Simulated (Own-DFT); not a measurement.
# How strain changes the stress of wurtzite AlN, 128 atoms (Al64N64)

Calculated results; nothing here was measured. They come from Own-DFT, an in-house plane-wave density functional program, since retired, whose code no person has reviewed. Each row is one single-point run on a periodic cell that was not relaxed, without spin or spin-orbit coupling.

Settings of every run: PBE; PseudoDojo norm-conserving scalar-relativistic files; cutoff 42 hartree; 2 x 2 x 2 k mesh centred on Gamma; Fermi-Dirac smearing of 0.1 eV.

Known limits: forces on such cells passed a denser k mesh, each cell not checked; stress not checked against mesh or cutoff.

Unstrained cell vectors in Å: (12.448, 0.000, 0.000); (-6.224, 10.780, 0.000); (0.000, 0.000, 9.964). The unstrained cell has measured lattice constants (interpolated for alloys), not those of this functional. That, the random moves and any unrelaxed bonds set the pressure at no strain. Each run strains this cell uniformly, with the atoms carried along. Every atom was also moved at random, by a Gaussian of width 0.05 Å on each axis. Strain is the symmetric tensor, in per cent. Stress is positive in tension, and the pressure is minus a third of its trace.

```
run  e_xx (%)  e_yy (%)  e_zz (%)  e_yz (%)  e_xz (%)  e_xy (%)  s_xx (GPa)  s_yy (GPa)  s_zz (GPa)  s_yz (GPa)  s_xz (GPa)  s_xy (GPa)  P (GPa)  E (meV/atom)
  1     -1.67     -1.50     -1.56     -0.83     -0.74      0.35      -18.19      -17.56      -15.58       -1.81       -2.66        1.27    17.11          54.0
  2     -0.78     -0.94      1.03      1.00      0.99      0.96      -10.38       -9.73       -2.54        2.77        2.27        4.04     7.55          21.0
  3     -0.79      1.25      1.18     -1.13      1.13     -1.21       -6.52        0.50       -1.55       -3.13        3.14       -3.95     2.52          13.4
  4      0.64      0.09      0.44      0.18      1.27      0.55       -3.03       -4.08       -2.88        0.58        2.86        1.15     3.33          13.2
  5      0.84      0.62     -1.43     -0.14      0.10      1.11       -2.41       -2.29      -12.49       -0.33        0.17        3.98     5.73          14.9
  6     -0.42     -0.67     -0.25     -1.62      0.57     -1.60       -8.37      -10.70       -7.05       -4.97        1.20       -4.22     8.71          25.0
  7      0.50      0.58      0.46      0.64     -1.61     -0.62       -2.42       -1.51       -2.98        1.73       -4.54       -0.99     2.30           0.0
  8      1.66      0.23      0.84     -0.92     -1.02      1.36        2.89       -3.73        0.21       -2.43       -2.24        4.76     0.21           9.2
  9     -1.99     -1.10     -1.49     -1.73     -1.87      0.75      -20.61      -15.60      -15.27       -5.00       -5.21        2.67    17.16          75.0
 10      1.93     -1.62     -1.44      1.36     -1.60      0.68        1.13      -13.54      -13.44        3.39       -4.46        2.37     8.61          34.9
 11     -1.59     -1.63      0.02      0.64      0.44     -1.52      -16.82      -17.57       -6.21        2.10        1.18       -7.71    13.53          42.0
 12      0.85     -0.03      1.34     -0.52     -1.66     -0.30       -1.59       -5.25        1.05       -0.92       -4.60       -1.03     1.93          22.0
 13      1.62     -1.21     -0.09     -0.99      0.30     -0.04       -0.96      -10.29       -5.27       -2.41        1.30       -0.22     5.50          29.2
 14      0.29      0.06     -0.88      1.70      1.79      0.85       -5.56       -6.01       -9.57        4.10        4.18        3.94     7.05          32.9
 15     -1.50     -1.09     -0.95      0.92     -0.14     -1.60           ?           ?           ?           ?           ?           ?        ?             ?
```

E is the free energy for each atom above the lowest run shown.

## Worked fit

Each stress component was fitted by least squares to a constant and the strains of the runs shown, as fractions, with shears doubled. Shear strains stay in the fit of a normal stress only where such slopes are resolved. The slopes, in GPa:

```
stress,at no strain,per e_xx,per e_yy,per e_zz,scatter
s_xx,-6.3,508 ± 19,152 ± 30,83 ± 26,0.88
s_yy,-6.1,116 ± 19,543 ± 29,66 ± 25,0.87
s_zz,-6.0,71 ± 18,18 ± 28,503 ± 24,0.83
```

Each shear stress against twice its own strain: yz 135 ± 6, xz 133 ± 4, xy 177 ± 19 GPa. These are stiffnesses along x, y and z of the frame in which the cell vectors are given, which need not be the crystal's axes. The atoms are held to the strained lattice; where symmetry lets them move under strain, relaxing them would lower some slopes. The table should be nearly symmetric about its diagonal, and what it lacks of that shows the noise. A ninth of its sum, 229 ± 4 GPa, estimates the bulk modulus near the mean pressure of these runs, 7.2 GPa, so it lies above the value at zero pressure.

## Withheld run

Question: what normal stresses and pressure should run 15 give?

The fit gives s_xx = -16.4, s_yy = -14.4, s_zz = -12.1 and P = 14.3 GPa. The calculation gave -16.66, -13.18, -13.84 and P = 14.56 GPa.
